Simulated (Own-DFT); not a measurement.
# Slab less bulk: wurtzite AlN, m plane (10-10)

Calculated, not measured: single-point runs of Own-DFT, a retired in-house plane-wave DFT program that no person has reviewed, on unrelaxed cells, without spin or spin-orbit coupling.

Keep in mind (not all hold for every row): some atoms lie very close together; forces not confirmed at this smearing and k mesh; k mesh not checked against a denser one.

Both sets of runs: PBE; PseudoDojo norm-conserving scalar-relativistic files; cutoff 42 hartree; Gaussian smearing of 0.01 eV. The slab has 128 atoms in 16 layers, two equal faces of 62.02 Å² as cut, 15 Å of vacuum, a dipole correction along the normal and a 6 x 3 x 1 mesh. The bulk cell has 72 atoms, the same measured lattice constants and a 4 x 4 x 3 mesh. All atoms were moved at random; u is the rms move along one axis. Energies are counted from -174.06 eV for each atom.

```
slab run,u (Å),E (eV, cell)
1,0.0194,20.403
2,0.0196,20.186
3,0.0201,19.976
4,0.0465,26.916
5,0.0516,28.009
6,0.0524,29.270
7,0.0556,30.400
8,0.0926,48.881
9,0.0990,56.507
10,0.1007,59.122
11,0.1042,62.638
12,0.1056,67.937
```

```
bulk run   u (Å)  E (meV/atom)
       1  0.0199         -2.29
       2  0.0203          0.44
       3  0.0209         -2.13
       4  0.0213          0.04
       5  0.0967        269.83
       6  0.0976        276.73
       7  0.0983        357.66
       8  0.0987        269.00
       9  0.1037        430.13
      10  0.1061        327.33
```

Question: what is the energy of the unrelaxed surface?

## Answer

Take each set to u = 0 with E = a + b u². Residuals are scaled by 1/(u² + 0.0006 Å²) to tame the large moves. Slab: a = 18.64 ± 0.16 eV. Bulk: a = -15.2 ± 2.2 meV/atom. The excess is 18.64 - 128 x (-0.0152) = 20.59 ± 0.33 eV. Over two faces that is 166 meV/Å², or 2.66 ± 0.04 J/m². Relaxing the faces would lower the energy, and the unlike meshes and the reach from the smallest u down to zero add errors that aren't counted here.
